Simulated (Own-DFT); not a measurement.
# What a defect does to the pressure of its cell: C40 NbSi2

Source: density functional calculations with Own-DFT, an unreviewed in-house program that is no longer used. Nothing was measured or relaxed, and spin and spin-orbit coupling are left out.

Common settings: PBE; PseudoDojo norm-conserving scalar-relativistic files; cutoff 42 hartree; 4 x 4 x 5 k mesh centred on Gamma; cold (Marzari-Vanderbilt) smearing of 0.2 eV.

Caveats: forces on such cells failed a check on a denser k mesh; stress not checked against mesh or cutoff.

All runs share one cell, with vectors in Å (0.000, 8.324, 0.000); (-9.613, 0.000, 0.000); (0.000, 0.000, 6.586) and a volume of 527.0 Å³. u is the rms random offset of the atoms per axis. The defect's site can differ from row to row.

| cell | formula | u (Å) | P (GPa) |
|---|---|---|---|
| no defect | Nb12Si24 | 0.0198 | 1.51 |
| no defect | Nb12Si24 | 0.0496 | 2.69 |
| no defect | Nb12Si24 | 0.0499 | 2.47 |
| two Nb vacancies | Nb10Si24 | 0.0286 | -0.07 |
| two Nb vacancies | Nb10Si24 | 0.0497 | 0.72 |
| two Nb vacancies | Nb10Si24 | 0.0519 | 0.38 |
| one Si vacancy | Nb12Si23 | 0.0295 | 1.04 |
| one Si vacancy | Nb12Si23 | 0.0468 | 1.59 |
| one Si vacancy | Nb12Si23 | 0.0480 | 1.77 |
| two Si on a Nb site each | Nb10Si26 | 0.0302 | 1.71 |
| two Si on a Nb site each | Nb10Si26 | 0.0493 | 2.68 |
| two Si on a Nb site each | Nb10Si26 | 0.0504 | 2.83 |
| two Nb on a Si site each | Nb14Si22 | 0.0298 | ? |
| two Nb on a Si site each | Nb14Si22 | 0.0338 | 7.71 |
| two Nb on a Si site each | Nb14Si22 | 0.0496 | 8.70 |
| two Nb on a Si site each | Nb14Si22 | 0.0515 | 8.58 |

## What the rows give

P = P0 + c u² + a shift for each defect gives P0 = 1.31 GPa, c = 511 ± 59 GPa/Å² and a scatter of 0.18 GPa. The shifts, and each times the cell's volume:

- two Nb on a Si site each: 5.95 ± 0.15 GPa, 19.6 eV (9.8 eV for each of its 2 sites)
- two Si on a Nb site each: 0.09 ± 0.15 GPa, 0.3 eV (0.2 eV for each of its 2 sites) (not resolved)
- one Si vacancy: -0.76 ± 0.15 GPa, -2.5 eV
- two Nb vacancies: -1.99 ± 0.15 GPa, -6.5 eV (-3.3 eV for each of its 2 sites)

Positive is outwards. The product with the volume (160.2 GPa Å³ to the eV) is nearly free of the cell's size; divided by the bulk modulus at the cell's pressure it gives the volume that the defect adds. The atoms around the defects weren't relaxed, which would change these numbers.

## Test on the hidden row

Q: what pressure belongs in the blank (two Nb on a Si site each, u = 0.0298 Å)?

The fitted form gives 7.72 ± 0.22 GPa. Computed: 7.54 GPa.
